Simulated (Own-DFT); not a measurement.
# Short bonds, stiff crystals?

Calculated, not measured: single-point runs of Own-DFT, a retired in-house plane-wave DFT program that no person has reviewed, on unrelaxed cells, without spin or spin-orbit coupling.

Keep in mind (not all hold for every row): forces on such cells moved up to 12 meV/angstrom on a denser k mesh; forces not confirmed at this smearing and k mesh; k mesh not checked against a denser one; forces on such cells passed a denser k mesh, each cell not checked; stress not checked against mesh or cutoff.

All runs are PBE with PseudoDojo norm-conserving files; cutoff and k mesh are each material's own. Every cell starts from measured lattice constants and was given uniform random strains and small random moves of its atoms. Each triple is the change of volume in per cent, the rms move u in Å and the pressure in GPa.

- 4H SiC (C36Si36), 10.36 Å³/atom unstrained: (-3.57, 0.047, 14.04); (-1.29, 0.054, 9.01); (-0.87, 0.051, 8.10); (-0.18, 0.049, 5.68); (0.24, 0.056, 5.83); (0.27, 0.053, 4.85); (1.29, 0.047, 2.52)
- wurtzite AlN (Al64N64), 10.45 Å³/atom unstrained: (-2.03, 0.048, 9.92); (-1.66, 0.051, 10.18); (-0.52, 0.051, 6.94); (-0.32, 0.049, 6.42); (0.11, 0.047, 5.38); (1.87, 0.049, 2.13); (3.22, 0.050, -0.62)
- wurtzite GaN (Ga48N48), 11.42 Å³/atom unstrained: withheld
- diamond silicon (Si64), 20.02 Å³/atom unstrained: (-1.59, 0.050, 4.22); (-0.78, 0.051, 3.59); (-0.31, 0.049, 3.09); (-0.01, 0.050, 2.75); (0.06, 0.051, 2.74); (1.67, 0.051, 0.89); (3.01, 0.050, -0.02)
- zincblende GaP (Ga32P32), 20.24 Å³/atom unstrained: (-2.02, 0.051, 5.36); (-2.00, 0.050, 5.28); (-0.59, 0.048, 4.33); (-0.55, 0.049, 3.75); (-0.03, 0.053, 4.01); (2.30, 0.048, 1.47); (3.00, 0.051, 1.12)
- zincblende InP (In48P48), 25.27 Å³/atom unstrained: (-2.57, 0.051, 5.60); (0.00, 0.050, 3.77); (0.21, 0.048, 3.73); (0.28, 0.048, 3.37); (0.31, 0.051, 3.56); (0.94, 0.052, 3.16); (2.63, 0.050, 1.89)
- grey tin (Sn64), 34.15 Å³/atom unstrained: (-2.09, 0.050, 4.93); (-1.60, 0.048, 4.55); (-1.45, 0.053, 4.47); (-0.53, 0.050, 3.95); (-0.18, 0.049, 3.75); (0.41, 0.050, 3.48); (1.83, 0.050, 2.91)

## Worked fit

Fit a line to each set against the fractional change of volume; B is minus its slope, and u is nearly the same within a set. To take it to zero pressure, assume that B rises by 4 GPa for each GPa: B0 = B - 4 x (mean pressure). The bond length of an ideal tetrahedral crystal with the unstrained volume v is d = (√3/4)(8 v)^(1/3). Cohen's empirical rule reads B0 = (1971 - 220 L) d^(-3.5) GPa, with L = 0 for group IV crystals and SiC and 1 for III-V compounds.

| material | L | d (Å) | B (GPa) | mean P (GPa) | B0 (GPa) | rule (GPa) |
|---|---|---|---|---|---|---|
| 4H SiC (C36Si36) | 0 | 1.888 | 236 ± 11 | 7.1 | 208 ± 11 | 213 |
| wurtzite AlN (Al64N64) | 1 | 1.893 | 209 ± 9 | 5.8 | 185 ± 9 | 188 |
| wurtzite GaN (Ga48N48) | 1 | 1.950 | ? | ? | ? | 169 |
| diamond silicon (Si64) | 0 | 2.352 | 96 ± 4 | 2.5 | 87 ± 4 | 99 |
| zincblende GaP (Ga32P32) | 1 | 2.360 | 86 ± 5 | 3.6 | 71 ± 5 | 87 |
| zincblende InP (In48P48) | 1 | 2.541 | 71 ± 3 | 3.6 | 57 ± 3 | 67 |
| grey tin (Sn64) | 0 | 2.810 | 51 ± 3 | 4.0 | 35 ± 3 | 53 |

A line through ln[B0/(1971 - 220 L)] against ln d has a slope of -4.3 ± 0.2 and a scatter of 6 %. Against the rule, B0 stands at 97 % for 4H SiC, 99 % for wurtzite AlN, 88 % for diamond silicon, 82 % for zincblende GaP, 85 % for zincblende InP, 66 % for grey tin. PBE tends to make silicon and heavier crystals too soft, and the rule itself is only a guide.

## Prediction

Q: what B0 does the fitted trend give for wurtzite GaN (Ga48N48)?

Estimate: 165 GPa. Its own runs give B = 205 ± 8 GPa at a mean pressure of 7.4 GPa, so B0 = 175 GPa.
